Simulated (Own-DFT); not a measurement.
## Calculated data, GaP (zincblende, atoms displaced)

All values are calculated (Own-DFT development build). A calculation, not a measurement: plane-wave PBE density functional theory by an unreviewed code, no spin, of a simulated periodic cell, stress positive in tension, free energy of the whole cell less one offset for each atom, forces on such cells passed a denser k mesh, this cell's mesh not checked; offsets are fitted by least squares, one for each functional and potential file, so energies compare only between cells with the same atoms and settings and are not formation energies; the far tail of each file's local potential was reset to the Coulomb form; each entry is a single point on an unrelaxed cell, so the pressure reflects the starting lattice, mostly measured values (interpolated for alloys), from which strain is counted, and rises with the displacements; printed positions are rounded, which can move forces by about a meV/angstrom; the program, named Own-DFT, is a retired in-house code; no spin-orbit coupling.

Settings shared by all entries: functional PBE; potential files PseudoDojo norm-conserving, scalar-relativistic, standard set; wave cutoff 42 hartree; occupations Fermi-Dirac; smearing width 0.1 eV; k mesh 2 x 3 x 3 centred on Gamma.

(1) 
```cif
# cell vector a (Å): 16.3515 0.0000 0.0000
# cell vector b (Å): 0.0000 10.9010 0.0000
# cell vector c (Å): 0.0000 0.0000 10.9010
data_GaP
_symmetry_space_group_name_H-M 'P 1'
_symmetry_Int_Tables_number 1
_cell_length_a 16.3515
_cell_length_b 10.9010
_cell_length_c 10.9010
_cell_angle_alpha 90.000
_cell_angle_beta 90.000
_cell_angle_gamma 90.000
_cell_volume 1943.08
loop_
_atom_site_label
_atom_site_type_symbol
_atom_site_fract_x
_atom_site_fract_y
_atom_site_fract_z
_atom_site_occupancy
Ga1 Ga 0.99881 0.00806 0.99335 1
Ga2 Ga 0.99533 0.24981 0.24831 1
Ga3 Ga 0.16695 0.99143 0.25597 1
Ga4 Ga 0.14885 0.26082 0.98219 1
P1 P 0.08550 0.13403 0.11647 1
P2 P 0.07761 0.37642 0.38792 1
P3 P 0.24686 0.12456 0.36066 1
P4 P 0.26235 0.35812 0.13039 1
Ga5 Ga 0.00017 0.99128 0.50513 1
Ga6 Ga 0.99428 0.25455 0.75357 1
Ga7 Ga 0.16669 0.00477 0.75952 1
Ga8 Ga 0.17848 0.24491 0.52979 1
P5 P 0.08017 0.15047 0.60760 1
P6 P 0.07805 0.35706 0.88169 1
P7 P 0.25226 0.11997 0.89327 1
P8 P 0.26344 0.35163 0.61826 1
Ga9 Ga 0.99273 0.48920 0.01868 1
Ga10 Ga 0.00314 0.76470 0.25737 1
Ga11 Ga 0.17161 0.52104 0.23837 1
Ga12 Ga 0.15959 0.77428 0.01114 1
P9 P 0.08548 0.60921 0.15343 1
P10 P 0.09092 0.87536 0.36937 1
P11 P 0.25039 0.60963 0.37837 1
P12 P 0.23724 0.88173 0.13936 1
Ga13 Ga 0.00192 0.47483 0.50855 1
Ga14 Ga 0.99500 0.75793 0.74541 1
Ga15 Ga 0.16571 0.50500 0.75010 1
Ga16 Ga 0.18046 0.75589 0.49730 1
P13 P 0.07021 0.61626 0.63310 1
P14 P 0.06731 0.88525 0.88075 1
P15 P 0.25695 0.61810 0.87817 1
P16 P 0.24672 0.88244 0.59630 1
Ga17 Ga 0.32385 0.99362 0.02563 1
Ga18 Ga 0.32811 0.23219 0.27966 1
Ga19 Ga 0.49802 0.01584 0.20606 1
Ga20 Ga 0.49196 0.22783 0.99558 1
P17 P 0.40177 0.11004 0.12401 1
P18 P 0.43040 0.39240 0.39479 1
P19 P 0.59275 0.10794 0.37847 1
P20 P 0.58305 0.40105 0.13713 1
Ga21 Ga 0.34131 0.00098 0.51963 1
Ga22 Ga 0.32045 0.25575 0.73866 1
Ga23 Ga 0.50392 0.00982 0.75184 1
Ga24 Ga 0.49755 0.24658 0.50991 1
P21 P 0.41366 0.12092 0.62581 1
P22 P 0.42792 0.37444 0.87230 1
P23 P 0.57927 0.12987 0.87824 1
P24 P 0.57140 0.38794 0.63036 1
Ga25 Ga 0.34928 0.48221 0.00181 1
Ga26 Ga 0.31696 0.75432 0.22603 1
Ga27 Ga 0.50044 0.49244 0.24837 1
Ga28 Ga 0.50609 0.76125 0.97116 1
P25 P 0.41972 0.61235 0.11068 1
P26 P 0.42438 0.88951 0.37105 1
P27 P 0.57388 0.62295 0.36575 1
P28 P 0.60743 0.86471 0.13374 1
Ga29 Ga 0.34913 0.50107 0.48576 1
Ga30 Ga 0.33727 0.76671 0.73746 1
Ga31 Ga 0.50346 0.50097 0.74179 1
Ga32 Ga 0.49177 0.75142 0.49184 1
P29 P 0.41608 0.61030 0.63121 1
P30 P 0.41844 0.89448 0.87208 1
P31 P 0.58239 0.64237 0.86816 1
P32 P 0.57540 0.88334 0.63375 1
Ga33 Ga 0.67322 0.98411 0.98396 1
Ga34 Ga 0.64364 0.23141 0.23541 1
Ga35 Ga 0.83704 0.00617 0.25573 1
Ga36 Ga 0.82340 0.23136 0.98690 1
P33 P 0.73809 0.13720 0.11112 1
P34 P 0.76708 0.36313 0.38000 1
P35 P 0.91498 0.11060 0.36865 1
P36 P 0.91750 0.35221 0.12166 1
Ga37 Ga 0.65623 0.02454 0.52284 1
Ga38 Ga 0.65541 0.23727 0.75967 1
Ga39 Ga 0.81814 0.02628 0.76612 1
Ga40 Ga 0.83308 0.25416 0.49949 1
P37 P 0.75143 0.10245 0.62049 1
P38 P 0.74670 0.40856 0.87848 1
P39 P 0.90859 0.11359 0.90029 1
P40 P 0.91699 0.35099 0.63083 1
Ga41 Ga 0.66999 0.49033 0.00596 1
Ga42 Ga 0.67278 0.74865 0.26576 1
Ga43 Ga 0.83020 0.52184 0.25060 1
Ga44 Ga 0.81555 0.73437 0.00394 1
P41 P 0.76479 0.64406 0.12954 1
P42 P 0.73857 0.87366 0.36226 1
P43 P 0.92058 0.63638 0.38388 1
P44 P 0.90693 0.86254 0.11390 1
Ga45 Ga 0.66427 0.48553 0.48584 1
Ga46 Ga 0.67009 0.74943 0.73302 1
Ga47 Ga 0.83539 0.48825 0.72307 1
Ga48 Ga 0.84765 0.76498 0.50916 1
P45 P 0.75024 0.61773 0.64126 1
P46 P 0.74127 0.85859 0.89162 1
P47 P 0.93581 0.63138 0.86694 1
P48 P 0.91108 0.89745 0.64502 1
_calc_free_energy_of_cell_above_offsets '-16.338'  # eV
_calc_pressure 8.15  # GPa
_calc_stress_xx -8.65  # GPa
_calc_stress_yy -7.43  # GPa
_calc_stress_zz -8.37  # GPa
_calc_stress_yz 0.48  # GPa
_calc_stress_xz -0.83  # GPa
_calc_stress_xy 1.08  # GPa
```

Force:
```csv
element,x (eV/Å),y (eV/Å),z (eV/Å)
Ga,-0.085,-0.573,3.511
Ga,1.505,-0.737,1.326
Ga,-1.622,3.59,0.019
Ga,6.64,-4.525,5.028
P,-0.552,-1.323,1.386
P,2.697,-1.814,-2.333
P,-2.905,-2.93,4.912
P,-1.415,1.032,-0.594
Ga,0.394,0.735,-0.452
Ga,0.989,-2.369,1.614
Ga,-0.588,0.128,-0.628
Ga,-1.024,-0.365,-4.642
P,-2.01,-3.265,2.556
P,-3.863,6.273,-4.621
P,-0.733,1.011,-1.331
P,-1.992,7.828,-3.206
Ga,1.148,0.954,-0.944
Ga,-1.181,-1.188,-1.025
Ga,4.333,-5.562,2.984
Ga,-0.956,-2.611,-1.264
P,-5.163,4.556,-4.829
P,-1.018,-0.422,2.321
P,0.88,1.551,0.134
P,0.794,-0.475,-2.388
Ga,-1.797,2.393,0.645
Ga,0.91,1.042,-0.608
Ga,0.157,-0.523,0.466
Ga,-2.944,-3.394,-1.773
P,1.731,0.829,-0.876
P,2.833,-1.346,-1.776
P,-0.357,1.134,0.066
P,1.053,1.498,4.573
Ga,-0.641,-1.561,-3.092
Ga,4.01,4.353,-2.933
Ga,3.481,-3.619,3.144
Ga,-0.778,1.905,1.036
P,0.609,4.371,0.594
P,0.918,-4.312,-3.041
P,-3.7,2.158,-1.704
P,1.196,-4.024,-1.94
Ga,-0.515,-0.712,-3.848
Ga,4.94,-4.61,6.511
Ga,-1.046,0.366,0.062
Ga,0.938,-0.347,-0.518
P,1.129,1.944,1.905
P,-0.849,-1.26,-0.993
P,0.674,-2.464,1.157
P,3.623,-3.648,-2.205
Ga,-2.098,-0.292,-0.296
Ga,3.373,-2.617,2.411
Ga,-2.379,2.329,0.725
Ga,-1.039,0.75,2.971
P,0.477,2.75,1.14
P,-1.393,-0.141,-1.104
P,1.734,0.464,1.055
P,-3.689,1.765,-2.276
Ga,-3.351,1.635,2.201
Ga,-0.59,-0.979,0.497
Ga,-0.866,2.068,3.367
Ga,0.446,-0.318,0.676
P,-0.634,2.59,-0.667
P,-1.418,-0.491,0.696
P,1.678,-2.853,-1.135
P,0.972,-1.237,-1.342
Ga,-2.551,3.283,2.998
Ga,1.558,1.568,0.116
Ga,-2.622,-2.234,-2.533
Ga,-0.966,3.863,1.054
P,0.14,-1.862,0.927
P,-3.511,2.631,-2.903
P,1.597,2.018,2.158
P,-2.601,1.597,-0.147
Ga,-0.549,-4.253,-0.666
Ga,1.932,2.96,-1.82
Ga,1.543,-3.1,2.189
Ga,1.493,-3.249,1.243
P,0.517,4.408,0.216
P,2.25,-4.183,-2.411
P,0.347,1.104,-3.793
P,-1.125,1.564,-1.203
Ga,-1.404,3.303,1.398
Ga,-1.71,-3.536,-1.234
Ga,2.081,-2.244,1.371
Ga,6.477,3.824,-6.44
P,-6.527,-5.399,5.32
P,3.503,3.519,4.259
P,0.471,-1.018,0.192
P,1.352,1.365,0.815
Ga,0.349,0.556,0.58
Ga,-1.035,0.92,1.416
Ga,0.887,0.691,2.509
Ga,-2.176,-0.326,-0.369
P,0.08,0.66,-3.598
P,2.226,-0.819,-4.717
P,-3.419,-2.471,2.101
P,0.323,-0.23,-0.338
```

(2) 
```cif
# cell vector a (Å): 16.3515 0.0000 0.0000
# cell vector b (Å): 0.0000 10.9010 0.0000
# cell vector c (Å): 0.0000 0.0000 10.9010
data_GaP
_symmetry_space_group_name_H-M 'P 1'
_symmetry_Int_Tables_number 1
_cell_length_a 16.3515
_cell_length_b 10.9010
_cell_length_c 10.9010
_cell_angle_alpha 90.000
_cell_angle_beta 90.000
_cell_angle_gamma 90.000
_cell_volume 1943.08
loop_
_atom_site_label
_atom_site_type_symbol
_atom_site_fract_x
_atom_site_fract_y
_atom_site_fract_z
_atom_site_occupancy
Ga1 Ga 0.99696 0.99377 0.98772 1
Ga2 Ga 0.99580 0.27283 0.26023 1
Ga3 Ga 0.16754 0.01872 0.27287 1
Ga4 Ga 0.15665 0.24368 0.01564 1
P1 P 0.08437 0.15636 0.12955 1
P2 P 0.08609 0.35522 0.36957 1
P3 P 0.23057 0.13332 0.35324 1
P4 P 0.25605 0.38818 0.14467 1
Ga5 Ga 0.98911 0.99488 0.49584 1
Ga6 Ga 0.00246 0.24189 0.75016 1
Ga7 Ga 0.17261 0.01695 0.75611 1
Ga8 Ga 0.16094 0.24754 0.51828 1
P5 P 0.09254 0.11934 0.61058 1
P6 P 0.09208 0.37060 0.87038 1
P7 P 0.25045 0.11340 0.87414 1
P8 P 0.25951 0.39972 0.65257 1
Ga9 Ga 0.99272 0.49875 0.01656 1
Ga10 Ga 0.00117 0.74644 0.26156 1
Ga11 Ga 0.16530 0.51027 0.24640 1
Ga12 Ga 0.15896 0.74606 0.02245 1
P9 P 0.08997 0.64976 0.12213 1
P10 P 0.08867 0.86454 0.37254 1
P11 P 0.24549 0.63023 0.37653 1
P12 P 0.25864 0.84570 0.13690 1
Ga13 Ga 0.00671 0.48478 0.46578 1
Ga14 Ga 0.02002 0.73099 0.72866 1
Ga15 Ga 0.15724 0.51204 0.74112 1
Ga16 Ga 0.17519 0.74230 0.51471 1
P13 P 0.08180 0.64810 0.60853 1
P14 P 0.07931 0.87309 0.87516 1
P15 P 0.25842 0.61142 0.87605 1
P16 P 0.26056 0.85660 0.62592 1
Ga17 Ga 0.34442 0.00024 0.01656 1
Ga18 Ga 0.34218 0.25844 0.25854 1
Ga19 Ga 0.49469 0.01494 0.24287 1
Ga20 Ga 0.50220 0.23953 0.01288 1
P17 P 0.41254 0.11971 0.14179 1
P18 P 0.43733 0.38186 0.36700 1
P19 P 0.58629 0.13661 0.38237 1
P20 P 0.59293 0.37785 0.13702 1
Ga21 Ga 0.32826 0.01188 0.49651 1
Ga22 Ga 0.32006 0.26000 0.76566 1
Ga23 Ga 0.48333 0.00316 0.75433 1
Ga24 Ga 0.49013 0.23719 0.50949 1
P21 P 0.42348 0.12330 0.63497 1
P22 P 0.41093 0.37270 0.87495 1
P23 P 0.58877 0.11474 0.87264 1
P24 P 0.59340 0.38537 0.62992 1
Ga25 Ga 0.34051 0.49925 0.00525 1
Ga26 Ga 0.33635 0.74723 0.26132 1
Ga27 Ga 0.50439 0.51753 0.24117 1
Ga28 Ga 0.48303 0.74784 0.99379 1
P25 P 0.43700 0.62898 0.11908 1
P26 P 0.43108 0.87940 0.38715 1
P27 P 0.61139 0.62991 0.39148 1
P28 P 0.57162 0.88693 0.12458 1
Ga29 Ga 0.34094 0.50676 0.50589 1
Ga30 Ga 0.33102 0.73158 0.75371 1
Ga31 Ga 0.51121 0.49927 0.72803 1
Ga32 Ga 0.49947 0.74599 0.49244 1
P29 P 0.39952 0.61112 0.61570 1
P30 P 0.41717 0.88591 0.86927 1
P31 P 0.57628 0.64434 0.87833 1
P32 P 0.58089 0.89623 0.64554 1
Ga33 Ga 0.66345 0.99477 0.99387 1
Ga34 Ga 0.66930 0.24151 0.23542 1
Ga35 Ga 0.83975 0.00622 0.24423 1
Ga36 Ga 0.83686 0.23294 0.99853 1
P33 P 0.76053 0.13930 0.10326 1
P34 P 0.75733 0.36731 0.37675 1
P35 P 0.92594 0.12644 0.36699 1
P36 P 0.90427 0.37914 0.09218 1
Ga37 Ga 0.66240 0.02194 0.49802 1
Ga38 Ga 0.66602 0.26372 0.77428 1
Ga39 Ga 0.84220 0.01108 0.75925 1
Ga40 Ga 0.83270 0.26313 0.49006 1
P37 P 0.74791 0.12598 0.64391 1
P38 P 0.76422 0.34678 0.87797 1
P39 P 0.91132 0.12933 0.86552 1
P40 P 0.91299 0.35630 0.62358 1
Ga41 Ga 0.66200 0.51175 0.99168 1
Ga42 Ga 0.66279 0.74030 0.26682 1
Ga43 Ga 0.84329 0.49695 0.24884 1
Ga44 Ga 0.83197 0.76558 0.98281 1
P41 P 0.74905 0.64643 0.11072 1
P42 P 0.73770 0.86105 0.38450 1
P43 P 0.91936 0.62458 0.38259 1
P44 P 0.91620 0.86477 0.11901 1
Ga45 Ga 0.65736 0.48561 0.51682 1
Ga46 Ga 0.66366 0.75109 0.76165 1
Ga47 Ga 0.82487 0.49819 0.74326 1
Ga48 Ga 0.84017 0.73850 0.50021 1
P45 P 0.74511 0.61637 0.63075 1
P46 P 0.73488 0.87253 0.87796 1
P47 P 0.93183 0.62465 0.88313 1
P48 P 0.91058 0.85709 0.63436 1
_calc_free_energy_of_cell_above_offsets '-18.629'  # eV
_calc_pressure 7.72  # GPa
_calc_stress_xx -7.24  # GPa
_calc_stress_yy -7.86  # GPa
_calc_stress_zz -8.08  # GPa
_calc_stress_yz 1.58  # GPa
_calc_stress_xz 0.5  # GPa
_calc_stress_xy -2.15  # GPa
```

Force:
```csv
element,x (eV/Å),y (eV/Å),z (eV/Å)
Ga,-0.36,0.938,1.157
Ga,-2.008,-1.389,-3.087
Ga,-6.32,-8.33,-6.364
Ga,5.087,3.355,-4.189
P,-4.197,-5.017,3.453
P,2.842,2.378,0.572
P,8.207,7.461,6.907
P,0.008,-0.836,-1.569
Ga,1.343,-1.233,0.547
Ga,0.797,0.566,-0.691
Ga,-1.72,-3.306,-1.795
Ga,3.157,2.887,-1.548
P,-3.327,-2.595,2.671
P,-1.456,0.489,0.582
P,1.531,1.827,3.274
P,-1.626,-0.94,-3.034
Ga,3.339,1.216,-1.601
Ga,-0.22,0.674,-1.135
Ga,-0.146,-0.066,0.399
Ga,6.065,5.003,-6.608
P,-6.411,-7.22,5.423
P,-0.168,1.366,1.157
P,1.102,-1.527,0.379
P,-1.192,3.504,-1.525
Ga,-1.171,0.522,2.932
Ga,-6.181,4.967,7.394
Ga,0.289,0.25,0.717
Ga,0.963,2.036,-2.02
P,3.044,-7.426,-4.826
P,1.814,-0.17,-0.863
P,-2.329,0.688,1.096
P,-0.631,2.676,0.373
Ga,-2.198,-1.723,-1.218
Ga,-1.007,0.489,0.22
Ga,2.618,-2.049,2.826
Ga,0.296,0.731,-0.794
P,-0.914,2.892,-1.458
P,-2.011,-0.307,1.551
P,-1.224,0.447,-1.942
P,-1.358,0.753,-1.645
Ga,0.255,-0.794,0.001
Ga,1.214,-1.407,0.105
Ga,4.1,-0.113,0.294
Ga,2.33,2.026,-1.191
P,-4.347,1.674,-0.859
P,2.439,-0.223,0.466
P,-2.207,1.409,0.038
P,-3.06,-6.144,2.669
Ga,0,-0.146,0.699
Ga,2.153,-0.539,1.106
Ga,3.104,-1.314,1.885
Ga,2.73,3.791,-1.937
P,-4.864,-1.338,1.947
P,-2.447,1.239,-1.851
P,-5.348,-2.81,2.085
P,1.006,-1.201,0.053
Ga,-4.315,-5.101,-6.023
Ga,0.786,1.328,0.32
Ga,-2.903,1.96,2.383
Ga,1.62,-0.785,2.32
P,7.031,5.137,4.71
P,-2.514,-2.507,1.696
P,-0.293,-2.138,-0.838
P,0.111,-1.549,-1.674
Ga,-0.117,0.503,2.055
Ga,1.135,0.159,1.381
Ga,-0.938,-0.842,-0.05
Ga,2.772,1.79,-2.266
P,-4.235,-4.784,4.343
P,-2.609,2.121,-2.174
P,-1.636,0.42,0.335
P,0.569,-0.524,3.945
Ga,1.318,-2.187,1.973
Ga,-0.486,-1.422,-1.499
Ga,-3.263,-3.161,-2.307
Ga,1.029,-3.535,1.819
P,0.141,0.684,-1.655
P,-1.273,4.236,-0.44
P,3.516,0.293,1.95
P,1.583,2.232,0.175
Ga,1.019,-0.717,0.56
Ga,1.734,3.156,-5.412
Ga,-1.815,0.613,-0.572
Ga,0.498,-1.074,0.067
P,0.025,-1.481,1.225
P,2.37,2.289,0.444
P,0.533,-1.041,-1.557
P,0.484,1.086,0.846
Ga,5.189,2.765,-4.133
Ga,-0.535,-0.055,-2.214
Ga,2.049,-1.077,1.475
Ga,-2.646,0.79,0.709
P,-0.215,1.288,-0.582
P,3.424,0.954,-0.697
P,-1.753,0.728,-2.176
P,1.223,1.359,0.309
```
